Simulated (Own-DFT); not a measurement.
# Strain and stress in C40 NbSi2, 36 atoms (Nb12Si24)

All numbers below are calculated, not measured. The program, named Own-DFT, is a retired in-house plane-wave density functional code that no person has reviewed. Each row is one single-point run on a periodic cell that was not relaxed, without spin or spin-orbit coupling.

Settings of every run: PBE; PseudoDojo norm-conserving scalar-relativistic files; cutoff 42 hartree; 4 x 4 x 5 k mesh centred on Gamma; cold (Marzari-Vanderbilt) smearing of 0.2 eV.

Known limits: forces on such cells failed a check on a denser k mesh; stress not checked against mesh or cutoff.

Unstrained cell vectors in Å: (0.000, 8.324, 0.000); (-9.613, 0.000, 0.000); (0.000, 0.000, 6.586). The unstrained cell was taken from the Materials Project. The random moves and any unrelaxed bonds add to the pressure at no strain. Each run strains this cell uniformly, with the atoms carried along. Every atom was also moved at random, by a Gaussian of width 0.05 Å on each axis. Strain is the symmetric tensor, in per cent. Stress is positive in tension, and the pressure is minus a third of its trace.

| run | e_xx (%) | e_yy (%) | e_zz (%) | e_yz (%) | e_xz (%) | e_xy (%) | s_xx (GPa) | s_yy (GPa) | s_zz (GPa) | s_yz (GPa) | s_xz (GPa) | s_xy (GPa) | P (GPa) | E (meV/atom) |
|---|---|---|---|---|---|---|---|---|---|---|---|---|---|---|
| 1 | 0.91 | -1.52 | -1.43 | -0.52 | -1.77 | 1.81 | -1.97 | -9.42 | -12.06 | -0.58 | -5.48 | 5.44 | 7.82 | 47.8 |
| 2 | 1.55 | 1.30 | 1.22 | -1.70 | -1.43 | -1.53 | 4.14 | 3.92 | 3.07 | -4.95 | -4.31 | -4.26 | -3.71 | 23.7 |
| 3 | 1.91 | 1.08 | -1.47 | -0.82 | 1.66 | -1.28 | 3.05 | 2.46 | -8.54 | -2.74 | 5.00 | -3.25 | 1.01 | 20.0 |
| 4 | 0.10 | 0.99 | -0.35 | -1.16 | -1.85 | 0.52 | -1.97 | 1.05 | -4.97 | -3.97 | -5.38 | 1.89 | 1.96 | 20.0 |
| 5 | -0.48 | -0.03 | 1.68 | -0.19 | 0.72 | -0.06 | -2.59 | -1.11 | 3.80 | -0.67 | 2.96 | -0.14 | -0.03 | 0.0 |
| 6 | 2.00 | 1.50 | 0.11 | 1.68 | -1.45 | -0.86 | 5.70 | 4.23 | -0.65 | 4.44 | -3.44 | -1.68 | -3.09 | 12.8 |
| 7 | -0.69 | 0.13 | 0.07 | -1.51 | -0.81 | -1.13 | -5.23 | -1.93 | -3.85 | -4.95 | -2.08 | -3.46 | 3.67 | 14.0 |
| 8 | -0.55 | 1.02 | -0.25 | -0.17 | -0.86 | -1.35 | -3.53 | 0.62 | -3.89 | -0.87 | -2.20 | -4.23 | 2.26 | 2.1 |
| 9 | 1.73 | -1.62 | 1.05 | -1.69 | 0.52 | -0.97 | 2.69 | -6.43 | 0.67 | -5.04 | 0.47 | -3.11 | 1.02 | 26.5 |
| 10 | -0.80 | -1.08 | -0.11 | 0.26 | 0.35 | -1.03 | -7.74 | -7.06 | -4.81 | 1.35 | 0.65 | -4.02 | 6.54 | 19.0 |
| 11 | -1.63 | -1.89 | 1.47 | 0.84 | -1.89 | -1.90 | -9.68 | -9.47 | -1.03 | 2.34 | -5.57 | -6.25 | 6.73 | 43.1 |
| 12 | 0.37 | 0.85 | -0.41 | -1.97 | 1.29 | 0.85 | -0.74 | 0.97 | -4.55 | -6.16 | 3.98 | 2.21 | 1.44 | 8.0 |
| 13 | -0.05 | -0.43 | 0.77 | -0.61 | -1.56 | 0.10 | -2.05 | -3.73 | -0.33 | -1.87 | -4.67 | 0.34 | 2.04 | 9.5 |
| 14 | 1.47 | 1.89 | 1.53 | -1.25 | 1.86 | 1.52 | 4.26 | 5.64 | 4.18 | -3.34 | 5.56 | 4.11 | -4.69 | 32.9 |
| 15 | 1.54 | 1.56 | -0.19 | -1.39 | 1.08 | 1.78 | 2.98 | 3.81 | -2.31 | -2.83 | 4.08 | 4.44 | -1.49 | 27.7 |
| 16 | 1.54 | 0.68 | 0.11 | 0.07 | 0.96 | -1.89 | ? | ? | ? | ? | ? | ? | ? | ? |

E is the free energy for each atom above the lowest run shown.

## Worked fit

Each stress component was fitted by least squares to a constant and the strains of the runs shown, as fractions, with shears doubled. Shear strains stay in the fit of a normal stress only where such slopes are resolved. The slopes, in GPa:

```
stress  at no strain  per e_xx  per e_yy  per e_zz  scatter
  s_xx          -2.9  343 ± 17   86 ± 16   76 ± 18     0.65
  s_yy          -2.4   52 ± 14  372 ± 12   66 ± 14     0.52
  s_zz          -3.9   46 ± 20   91 ± 18  437 ± 20     0.74
```

Each shear stress against twice its own strain: yz 150 ± 8, xz 148 ± 4, xy 143 ± 5 GPa. These are stiffnesses along x, y and z of the frame in which the cell vectors are given, which need not be the crystal's axes. The atoms are held to the strained lattice; where symmetry lets them move under strain, relaxing them would lower some slopes. The table should be nearly symmetric about its diagonal, and what it lacks of that shows the noise. A ninth of its sum, 174 ± 7 GPa, estimates the bulk modulus near the mean pressure of these runs, 1.4 GPa.

## Withheld run

Question: what normal stresses and pressure should run 16 give?

The fit gives s_xx = 3.0, s_yy = 1.0, s_zz = -2.1 and P = -0.6 GPa. The calculation gave 2.96, 0.91, -1.66 and P = -0.73 GPa.
